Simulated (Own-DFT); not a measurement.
# Strain and stress in wurtzite AlGaN with randomly placed atoms, 72 atoms (Al9Ga27N36)

These are calculations, not measurements. They come from Own-DFT, an in-house plane-wave density functional program, since retired, whose code no person has reviewed. Each row is one single-point run on a periodic cell that was not relaxed, without spin or spin-orbit coupling.

Settings of every run: PBEsol; PseudoDojo norm-conserving scalar-relativistic files, made for PBE; cutoff 42 hartree; 4 x 4 x 3 k mesh centred on Gamma; Fermi-Dirac smearing of 0.1 eV.

Known limits: forces on such cells passed a denser k mesh, each cell not checked; stress not checked against mesh or cutoff.

Unstrained cell vectors in Å: (9.509, 0.000, 0.000); (-4.755, 8.235, 0.000); (0.000, 0.000, 10.268). The unstrained cell has measured lattice constants (interpolated for alloys), not those of this functional. That, the random moves and any unrelaxed bonds set the pressure at no strain. Each run strains this cell uniformly, with the atoms carried along. Every atom was also moved at random, by a Gaussian of width 0.05 Å on each axis. The random placing of the alloy's atoms differs from row to row. Strain is the symmetric tensor, in per cent. Stress is positive in tension, and the pressure is minus a third of its trace.

| run | e_xx (%) | e_yy (%) | e_zz (%) | s_xx (GPa) | s_yy (GPa) | s_zz (GPa) | P (GPa) | E (meV/atom) |
|---|---|---|---|---|---|---|---|---|
| 1 | -0.50 | -0.50 | 0.00 | -6.13 | -4.64 | -2.39 | 4.38 | 4.9 |
| 2 | -1.50 | -1.50 | 0.00 | -9.59 | -10.84 | -6.25 | 8.90 | 20.9 |
| 3 | -2.50 | -2.50 | 0.00 | -19.26 | -18.49 | -6.20 | 14.65 | 52.7 |
| 4 | 2.50 | 2.50 | 0.00 | 8.41 | 9.41 | -0.25 | -5.86 | 28.8 |
| 5 | 2.00 | 2.00 | 0.00 | 7.90 | 6.73 | 0.07 | -4.90 | 10.2 |
| 6 | -1.75 | -1.75 | 0.00 | -10.59 | -15.52 | -6.09 | 10.73 | 45.7 |
| 7 | -3.00 | -3.00 | 0.00 | -22.65 | -21.15 | -6.57 | 16.79 | 57.1 |
| 8 | 1.50 | 1.50 | 0.00 | 5.46 | 4.93 | -0.46 | -3.31 | 0.0 |
| 9 | -1.00 | -1.00 | 0.00 | ? | ? | ? | ? | ? |

E is the free energy for each atom above the lowest run shown.

## Worked fit

The change of volume is close to e_xx + e_yy + e_zz. A straight line through the runs shown gives P = 3.56 - 210 x (fractional change of volume) GPa, with an error of 8 on the slope and a scatter of 0.95 GPa. The strain isn't the same on all axes and the cell isn't cubic, so the slope belongs to this path and is not the bulk modulus.

## Withheld run

Question: what pressure should run 9 give? Its volume changes by -1.99 %.

The line gives 7.7 GPa. The calculation gave 6.70 GPa.
